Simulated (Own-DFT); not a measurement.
# How strain changes the stress of wurtzite AlGaN with randomly placed atoms, 72 atoms (Al9Ga27N36)

These are calculations, not measurements. They come from Own-DFT, an in-house plane-wave density functional program, since retired, whose code no person has reviewed. Each row is one single-point run on a periodic cell that was not relaxed, without spin or spin-orbit coupling.

Settings of every run: PBE; PseudoDojo norm-conserving scalar-relativistic files (stringent for Ga); cutoff 96 hartree; 4 x 4 x 3 k mesh centred on Gamma; Gaussian smearing of 0.01 eV.

Known limits: forces on such cells passed a denser k mesh, each cell not checked; stress not checked against mesh or cutoff.

Unstrained cell vectors in Å: (9.509, 0.000, 0.000); (-4.755, 8.235, 0.000); (0.000, 0.000, 10.268). The unstrained cell has measured lattice constants (interpolated for alloys), not those of this functional. That, the random moves and any unrelaxed bonds set the pressure at no strain. Each run strains this cell uniformly, with the atoms carried along. Every atom was also moved at random, by a Gaussian of width 0.05 Å on each axis. The random placing of the alloy's atoms differs from row to row. Strain is the symmetric tensor, in per cent. Stress is positive in tension, and the pressure is minus a third of its trace.

```
run  e_xx (%)  e_yy (%)  e_zz (%)  s_xx (GPa)  s_yy (GPa)  s_zz (GPa)  P (GPa)  E (meV/atom)
  1      1.25      1.25      0.00       -0.34        0.17       -6.31     2.16          15.5
  2      3.00      3.00      0.00        8.06        6.78       -3.40    -3.81          12.9
  3      1.50      1.50      0.00        2.32        0.49       -5.73     0.98           0.0
  4     -1.75     -1.75      0.00      -17.36      -16.84      -11.18    15.13          53.5
  5     -0.75     -0.75      0.00      -10.33      -10.43      -10.30    10.35          32.7
  6     -1.00     -1.00      0.00      -11.95      -13.28       -8.13    11.12          26.6
  7     -3.00     -3.00      0.00      -26.04      -25.17      -12.47    21.22          76.6
  8     -0.50     -0.50      0.00      -10.37       -9.83       -8.19     9.47          31.7
  9     -0.25     -0.25      0.00           ?           ?           ?        ?             ?
```

E is the free energy for each atom above the lowest run shown.

## Worked fit

The change of volume is close to e_xx + e_yy + e_zz. A straight line through the runs shown gives P = 7.74 - 209 x (fractional change of volume) GPa, with an error of 8 on the slope and a scatter of 0.81 GPa. The strain isn't the same on all axes and the cell isn't cubic, so the slope belongs to this path and is not the bulk modulus.

## Withheld run

Question: what pressure should run 9 give? Its volume changes by -0.50 %.

The line gives 8.8 GPa. The calculation gave 8.37 GPa.
